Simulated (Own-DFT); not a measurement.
# Which arrangement is lower? C34N2Si36, 72 atoms

These are calculations, not measurements. They come from Own-DFT, an in-house plane-wave density functional program, since retired, whose code no person has reviewed. Each row is one single-point run on a periodic cell that was not relaxed, without spin or spin-orbit coupling.

Settings of every run: PBE; PseudoDojo norm-conserving scalar-relativistic files; cutoff 42 hartree; 4 x 4 x 3 k mesh centred on Gamma; Fermi-Dirac smearing of 0.1 eV.

Known limits: not probed for a lower state with spin; forces on such cells passed a denser k mesh, each cell not checked; stress not checked against mesh or cutoff.

All cells hold the same atoms in the same cell, with vectors in Å (9.248, 0.000, 0.000); (-4.624, 8.009, 0.000); (0.000, 0.000, 10.068). Every atom was moved at random from its ideal site; u is the rms move along one axis. The defect's site can differ from row to row. E is the free energy of the cell above the lowest run. The arrangements:

- A: 4H SiC, with two N on a C site each, 3.1 Å apart
- B: 2H SiC, with two N on a C site each, 3.1 Å apart

| arrangement | u (Å) | E (eV) | P (GPa) |
|---|---|---|---|
| A | 0.0284 | 0.000 | 2.70 |
| A | 0.0293 | 0.340 | 2.65 |
| A | 0.0308 | 0.399 | 2.79 |
| A | 0.0469 | 3.719 | 3.91 |
| A | 0.0475 | 3.902 | 4.17 |
| A | 0.0522 | 5.396 | 4.57 |
| B | 0.0292 | 1.271 | 2.93 |
| B | 0.0301 | 1.129 | 3.02 |
| B | 0.0313 | 1.170 | 2.97 |
| B | 0.0495 | 5.505 | 4.41 |
| B | 0.0513 | 5.200 | 4.42 |
| B | 0.0517 | 6.219 | 4.48 |

Question: once the cost of the random moves is taken out, how do the arrangements rank?

## Worked answer

Fit E = a + b u², with one b for all and one a for each arrangement, and with residuals divided by u², since the noise grows with the moves. Then b = 2650 eV/Å², the scatter at u = 0.04 Å is 0.26 eV, and against A:

- B: 0.85 ± 0.11 eV (higher)

These are energies of unrelaxed cells. Relaxing the atoms lowers the strained arrangements most, so the gaps would shrink and small ones could change sign.
